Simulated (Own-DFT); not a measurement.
# Stretching a layer in its plane: wurtzite AlGaN with randomly placed atoms, 96 atoms (Al36Ga12N48)

Everything here is calculated. The program is Own-DFT (plane waves, in-house, since retired, never reviewed by a person); positions were held fixed, and spin and spin-orbit coupling were off.

All runs used: PBE; PseudoDojo norm-conserving scalar-relativistic files (stringent for Ga); cutoff 96 hartree; 3 x 4 x 3 k mesh centred on Gamma; Gaussian smearing of 0.01 eV.

Known weak points: k mesh not checked against a denser one; stress not checked against mesh or cutoff.

Unstrained cell vectors in Å: (12.525, 0.000, 0.000); (-4.697, 8.135, 0.000); (0.000, 0.000, 10.066). The unstrained cell has measured lattice constants (interpolated for alloys), not those of this functional. That, the random moves and any unrelaxed bonds set the pressure at no strain. Each run strains x and y alike by e, as a substrate would, and holds the height along z. Random moves of width 0.05 Å per axis were added to every atom. The random placing of the alloy's atoms differs from row to row. Stress is positive in tension.

| e (%) | u (Å) | (s_xx + s_yy)/2 (GPa) | s_zz (GPa) |
|---|---|---|---|
| -3.00 | 0.050 | -26.62 | -12.00 |
| -2.75 | 0.048 | -24.62 | -10.52 |
| -1.75 | 0.051 | -16.72 | -9.76 |
| -1.50 | 0.052 | -15.37 | -9.63 |
| -0.75 | 0.052 | -10.75 | -7.89 |
| -0.25 | 0.052 | -8.32 | -6.83 |
| 1.00 | 0.051 | -1.29 | -4.08 |
| 2.25 | 0.053 | ? | ? |
| 2.50 | 0.054 | 5.95 | -3.94 |
| 3.00 | 0.049 | 8.81 | -3.25 |

## What the rows give

With e as a fraction, the in-plane stress is -6.4 + 578 e - 2799 e² GPa (errors 8 and 462, scatter 0.48), and s_zz is -7.0 + 144 e GPa (slope ± 12, scatter 0.76). At e = 0 the first slope is C11 + C12 and the second 2 C13, both with the ions held to the strained lattice and at the cell's own pressure. The term in e² is negative: the layer stiffens under compression and softens under tension. A free layer would change its height as e changes, and the in-plane slope would drop by 2 C13²/C33 to the biaxial modulus. At fixed height, a misfit of 1 % moves the in-plane stress by about 5.8 GPa and s_zz by 1.4 GPa.

## Check

Q: what are the two stresses at e = 2.25 %?

The fit gives 5.1 and -3.7 GPa. The run itself gave 4.64 and -2.99 GPa.
